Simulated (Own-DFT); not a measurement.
# Response to strain: 4H SiC, 72 atoms (C36Si36)

All numbers below are calculated, not measured. They come from Own-DFT, an in-house plane-wave density functional program, since retired, whose code no person has reviewed. Each row is one single-point run on a periodic cell that was not relaxed, without spin or spin-orbit coupling.

Settings of every run: PBE; PseudoDojo norm-conserving scalar-relativistic files; cutoff 42 hartree; 4 x 4 x 3 k mesh centred on Gamma; Fermi-Dirac smearing of 0.1 eV.

Known limits: forces on such cells passed a denser k mesh, each cell not checked; stress not checked against mesh or cutoff.

Unstrained cell vectors in Å: (9.248, 0.000, 0.000); (-4.624, 8.009, 0.000); (0.000, 0.000, 10.068). The unstrained cell has measured lattice constants (interpolated for alloys), not those of this functional. That, the random moves and any unrelaxed bonds set the pressure at no strain. Each run strains this cell uniformly, with the atoms carried along. Every atom was also moved at random, by a Gaussian of width 0.05 Å on each axis. Strain is the symmetric tensor, in per cent. Stress is positive in tension, and the pressure is minus a third of its trace.

| run | e_xx (%) | e_yy (%) | e_zz (%) | e_yz (%) | e_xz (%) | e_xy (%) | s_xx (GPa) | s_yy (GPa) | s_zz (GPa) | s_yz (GPa) | s_xz (GPa) | s_xy (GPa) | P (GPa) | E (meV/atom) |
|---|---|---|---|---|---|---|---|---|---|---|---|---|---|---|
| 1 | -0.75 | -1.20 | 1.28 | -0.76 | -1.80 | -0.36 | -8.92 | -14.16 | 1.04 | -2.03 | -6.77 | -1.99 | 7.35 | 23.6 |
| 2 | -0.99 | 0.91 | 0.31 | -1.41 | -1.04 | 1.35 | -8.65 | -1.54 | -3.83 | -5.20 | -2.96 | 6.19 | 4.67 | 4.8 |
| 3 | 1.05 | -1.29 | 1.56 | -0.71 | 1.31 | 1.27 | 0.31 | -10.94 | 2.63 | -2.37 | 4.29 | 5.92 | 2.67 | 14.0 |
| 4 | -0.49 | 1.43 | -1.45 | -0.76 | 0.25 | 1.72 | -5.63 | 2.23 | -16.45 | -2.33 | -0.27 | 6.67 | 6.62 | 16.5 |
| 5 | -0.75 | -1.43 | 0.34 | 1.22 | 1.02 | 1.97 | -10.96 | -15.69 | -4.70 | 3.21 | 3.47 | 11.31 | 10.45 | 35.0 |
| 6 | -1.57 | -1.61 | -1.05 | 1.06 | 1.72 | 1.18 | -15.83 | -16.51 | -14.80 | 3.95 | 5.37 | 5.65 | 15.71 | 46.6 |
| 7 | -1.14 | 1.13 | -1.33 | 0.06 | 1.40 | -1.10 | -9.66 | -0.50 | -15.57 | 0.46 | 5.24 | -5.43 | 8.57 | 22.9 |
| 8 | 1.71 | 0.10 | 1.96 | -1.96 | -0.03 | 1.58 | 3.62 | -0.62 | 4.95 | -6.10 | -0.34 | 6.87 | -2.65 | 9.1 |
| 9 | 0.55 | 0.71 | -1.97 | -1.63 | -1.61 | -1.27 | -2.69 | -0.38 | -20.17 | -5.07 | -4.57 | -6.93 | 7.75 | 38.2 |
| 10 | -0.17 | 1.60 | -0.57 | -0.44 | -0.32 | 1.09 | -3.60 | 2.55 | -9.97 | -2.41 | -0.59 | 5.08 | 3.68 | 14.3 |
| 11 | -1.14 | -1.48 | 1.23 | 1.91 | 1.92 | -0.37 | -13.69 | -13.28 | -0.70 | 7.63 | 7.97 | -4.35 | 9.22 | 35.7 |
| 12 | 1.41 | -1.12 | 1.78 | 1.12 | 1.05 | 1.99 | 0.83 | -8.15 | 3.11 | 3.11 | 4.59 | 8.83 | 1.40 | 32.2 |
| 13 | -0.46 | 1.35 | 1.55 | 0.42 | 0.35 | 1.53 | -6.00 | 2.62 | 3.29 | 1.47 | 1.58 | 6.44 | 0.03 | 0.0 |
| 14 | -0.09 | 1.51 | 0.01 | -0.06 | 0.75 | 1.11 | -5.23 | 2.72 | -5.47 | -0.37 | 2.87 | 6.96 | 2.66 | 17.9 |
| 15 | -0.78 | -1.59 | -0.26 | 1.98 | 0.17 | 1.86 | -8.52 | -17.78 | -10.03 | 7.01 | 0.60 | 8.58 | 12.11 | 39.0 |
| 16 | -0.10 | -0.27 | -1.21 | -1.78 | 1.00 | -0.58 | -5.51 | -7.74 | -14.34 | -6.06 | 3.50 | -2.89 | 9.20 | 24.0 |
| 17 | 1.12 | 0.90 | 1.43 | -1.51 | -1.81 | -0.72 | ? | ? | ? | ? | ? | ? | ? | ? |

E is the free energy for each atom above the lowest run shown.

## Worked fit

Each stress component was fitted by least squares to a constant and the strains of the runs shown, as fractions, with shears doubled. Shear strains stay in the fit of a normal stress only where such slopes are resolved. The slopes, in GPa:

```
stress,at no strain,per e_xx,per e_yy,per e_zz,scatter
s_xx,-5.0,513 ± 33,96 ± 24,7 ± 26,1.11
s_yy,-5.3,164 ± 33,584 ± 24,38 ± 26,1.09
s_zz,-7.2,-17 ± 20,51 ± 15,652 ± 16,0.68
```

Each shear stress against twice its own strain: yz 168 ± 10, xz 169 ± 8, xy 258 ± 17 GPa. These are stiffnesses along x, y and z of the frame in which the cell vectors are given, which need not be the crystal's axes. The atoms are held to the strained lattice; where symmetry lets them move under strain, relaxing them would lower some slopes. The table should be nearly symmetric about its diagonal, and what it lacks of that shows the noise. A ninth of its sum, 232 ± 4 GPa, estimates the bulk modulus near the mean pressure of these runs, 6.2 GPa, so it lies above the value at zero pressure.

## Withheld run

Question: what normal stresses and pressure should run 17 give?

The fit gives s_xx = 1.7, s_yy = 2.3, s_zz = 2.4 and P = -2.2 GPa. The calculation gave 1.76, 0.91, 3.27 and P = -1.98 GPa.
